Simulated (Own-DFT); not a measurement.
Simulation results for Si$_{4}$SnGe$_{11}$ (diamond-structure random alloy, strained, atoms displaced)

A calculation, not a measurement: plane-wave density functional theory by an unreviewed code, no spin, of a simulated periodic cell, stress positive in tension, run twice, with PBE and with PBEsol, both on files made for PBE, so the change isn't that of files made for PBEsol, forces on such cells moved up to 12 meV/angstrom on a denser k mesh; the far tail of each file's local potential was reset to the Coulomb form; each entry is a single point on an unrelaxed cell, so the pressure reflects the starting lattice, mostly measured values (interpolated for alloys), from which strain is counted, and rises with the displacements; printed positions are rounded, which can move forces by about a meV/angstrom; the program, named Own-DFT, is a retired in-house code; no spin-orbit coupling; stress was not checked against mesh or cutoff. Program: Own-DFT development build.

### Si$_{4}$SnGe$_{11}$ (diamond-structure random alloy, strained, atoms displaced)

```
Si4SnGe11
1.0
     11.6173     0.0000     0.0000
      0.0000    11.6173     0.0000
      0.0000     0.0000    11.3064
Ge Si Ge Si Ge Si Ge Sn Ge Si Ge Si Ge Si Ge Si Ge Si Ge Sn Ge Sn Si Ge Sn Si
2 1 5 1 2 2 3 1 5 1 4 4 2 1 2 2 3 2 3 1 11 1 1 2 1 1
Direct
  0.00277 0.00423 0.00322
  0.00983 0.25480 0.25139
  0.24755 0.99920 0.24142
  0.25206 0.24322 0.00128
  0.12454 0.11788 0.12419
  0.12711 0.37349 0.37953
  0.38317 0.13039 0.37037
  0.37440 0.37924 0.11716
  0.00283 0.99802 0.49994
  0.99846 0.24980 0.74147
  0.25149 0.00537 0.75320
  0.24984 0.24952 0.49646
  0.12722 0.12821 0.62544
  0.12517 0.37928 0.86784
  0.37292 0.12922 0.87181
  0.37430 0.37349 0.62717
  0.99644 0.49849 0.99981
  0.99991 0.75219 0.25457
  0.25366 0.50544 0.25089
  0.24564 0.75325 0.99800
  0.12497 0.62718 0.11042
  0.12695 0.87257 0.37444
  0.38097 0.62414 0.37435
  0.38324 0.87686 0.12667
  0.99263 0.50037 0.49881
  0.00165 0.74823 0.74943
  0.25059 0.49877 0.74617
  0.25053 0.73925 0.50031
  0.12797 0.62295 0.61903
  0.12116 0.86648 0.88185
  0.37485 0.62650 0.87035
  0.38062 0.87396 0.62501
  0.49856 0.00211 0.99690
  0.49439 0.25173 0.24085
  0.75316 0.99994 0.24743
  0.75441 0.25182 0.00481
  0.62604 0.12870 0.12555
  0.62732 0.37210 0.37510
  0.87420 0.12074 0.36708
  0.87124 0.36409 0.12851
  0.50356 0.00406 0.50066
  0.50311 0.25114 0.75484
  0.75021 0.99910 0.75304
  0.75054 0.25307 0.49931
  0.61786 0.12138 0.61832
  0.62536 0.37652 0.87205
  0.88082 0.12781 0.87545
  0.87657 0.38176 0.62167
  0.50067 0.50129 0.00196
  0.50409 0.74733 0.25086
  0.74844 0.50121 0.24963
  0.74207 0.75240 0.00287
  0.62687 0.63257 0.13024
  0.62434 0.87464 0.37585
  0.86714 0.62948 0.37199
  0.87117 0.87273 0.12490
  0.48812 0.49448 0.50214
  0.49962 0.74154 0.74751
  0.75181 0.50247 0.75585
  0.75007 0.74994 0.49753
  0.62465 0.62372 0.63086
  0.62906 0.88267 0.86970
  0.86784 0.62775 0.87358
  0.87279 0.86758 0.61807
```

```
functional                                        : PBE, then PBEsol
potential files                                   : PseudoDojo norm-conserving, scalar-relativistic, standard set
wave cutoff                                       : 49 hartree
occupations                                       : Fermi-Dirac
smearing width                                    : 0.1 eV
k mesh                                            : 3 x 3 x 3 centred on Gamma
PBE pressure                                      : 0.47 GPa
PBE stress xx                                     : 0.11 GPa
PBE stress yy                                     : 0.08 GPa
PBE stress zz                                     : -1.59 GPa
PBE stress yz                                     : -0.11 GPa
PBE stress xz                                     : -0.23 GPa
PBE stress xy                                     : -0.75 GPa
PBEsol pressure                                   : -1.95 GPa
PBEsol stress xx                                  : 2.52 GPa
PBEsol stress yy                                  : 2.5 GPa
PBEsol stress zz                                  : 0.83 GPa
PBEsol stress yz                                  : -0.11 GPa
PBEsol stress xz                                  : -0.23 GPa
PBEsol stress xy                                  : -0.72 GPa
rms change of force components from PBE to PBEsol : 0.046 eV/Å
```

Force:
```tsv
force element	PBE force x (eV/Å)	PBE force y (eV/Å)	PBE force z (eV/Å)	PBEsol force x (eV/Å)	PBEsol force y (eV/Å)	PBEsol force z (eV/Å)
Ge	0.338	-2.194	0.193	0.309	-2.086	0.219
Ge	-0.714	-1.006	-0.092	-0.708	-0.976	-0.094
Si	0.818	-0.224	1.069	0.797	-0.222	1.039
Ge	-0.607	0.83	-0.336	-0.577	0.799	-0.334
Ge	0.517	0.859	0.463	0.463	0.864	0.404
Ge	0.348	0.767	0.006	0.295	0.765	-0.037
Ge	-1.193	-0.371	-0.205	-1.132	-0.389	-0.169
Ge	-0.261	-0.486	0.806	-0.274	-0.445	0.753
Si	-0.279	0.099	0.268	-0.273	0.093	0.2
Ge	1.313	1.078	-0.801	1.242	1.085	-0.736
Ge	-0.79	-1.018	-0.309	-0.701	-0.971	-0.28
Si	0.261	-0.445	0.607	0.291	-0.396	0.562
Si	-0.058	-0.419	-0.781	-0.06	-0.405	-0.699
Ge	0.617	-1.501	-0.171	0.594	-1.447	-0.175
Ge	0.769	0.023	0.15	0.703	-0.016	0.18
Ge	-0.308	-1.028	0.172	-0.299	-0.916	0.159
Sn	0.246	-1.557	0.745	0.25	-1.503	0.715
Ge	0.024	-0.345	-0.85	0.014	-0.324	-0.823
Ge	-0.255	0.02	-0.248	-0.27	-0.014	-0.278
Ge	1.46	-0.079	-0.27	1.403	-0.103	-0.204
Ge	0.705	0.635	2.478	0.688	0.621	2.395
Ge	0.537	0.35	0.449	0.478	0.306	0.396
Si	-0.69	0.152	0.281	-0.636	0.111	0.243
Ge	-0.964	-0.101	-0.13	-0.904	-0.117	-0.158
Ge	0.941	0.775	-0.438	0.875	0.712	-0.434
Ge	0.787	0.847	-1.244	0.725	0.786	-1.172
Ge	0.102	0.79	0.018	0.098	0.696	0.018
Si	0.483	0.725	-0.393	0.481	0.779	-0.394
Si	-0.349	-0.106	0.324	-0.389	-0.156	0.365
Si	0.004	1.437	-0.821	0.002	1.399	-0.793
Si	-0.358	-0.308	0.53	-0.35	-0.304	0.515
Ge	-0.873	-0.171	-0.209	-0.806	-0.141	-0.177
Ge	0.672	0.516	0.075	0.626	0.466	0.048
Si	1.323	0.4	0.269	1.224	0.397	0.268
Ge	-1.043	-0.013	-0.306	-0.971	-0.037	-0.271
Ge	-1.912	-0.115	-0.018	-1.804	-0.077	-0.033
Si	-0.405	-0.16	0.033	-0.354	-0.192	-0.001
Si	-1.068	0.189	-0.403	-1.011	0.21	-0.365
Ge	0.948	0.551	1.052	0.891	0.55	0.988
Ge	0.336	0.84	1.037	0.327	0.813	0.987
Ge	-0.953	-0.983	-0.872	-0.908	-0.944	-0.837
Si	-0.279	-0.252	-0.686	-0.276	-0.245	-0.67
Si	-0.013	-0.449	-1.866	-0.045	-0.419	-1.797
Ge	-0.008	-0.412	-0.311	0.019	-0.422	-0.279
Ge	1.388	1.08	1.709	1.333	1.033	1.597
Ge	-0.96	-1.251	1.427	-0.891	-1.171	1.415
Sn	-0.779	-0.341	-0.402	-0.718	-0.283	-0.345
Ge	0.089	-1.401	-0.254	0.096	-1.36	-0.251
Ge	0.073	0.734	-0.67	0.087	0.677	-0.626
Ge	-0.691	0.362	0.681	-0.622	0.383	0.62
Ge	-0.215	-0.633	0.235	-0.177	-0.57	0.207
Ge	-0.233	1.171	0.1	-0.222	1.134	0.103
Ge	-0.176	-1.125	-0.523	-0.163	-1.079	-0.505
Ge	0.554	0.155	0.092	0.509	0.177	0.057
Ge	0.48	-0.2	0.257	0.496	-0.23	0.209
Ge	0.565	0.188	-0.012	0.538	0.188	0.003
Ge	1.616	0.45	-0.668	1.558	0.422	-0.581
Ge	0.07	1.089	0.635	0.109	1.08	0.57
Sn	-1.883	-2.444	-2.693	-1.846	-2.377	-2.622
Si	-0.499	0.01	0.531	-0.53	-0.036	0.477
Ge	-0.668	0.465	-2.19	-0.682	0.435	-2.079
Ge	-0.849	-0.788	0.314	-0.858	-0.8	0.354
Sn	1.63	3.377	1.712	1.593	3.279	1.669
Si	0.316	0.959	0.454	0.345	0.914	0.485
```
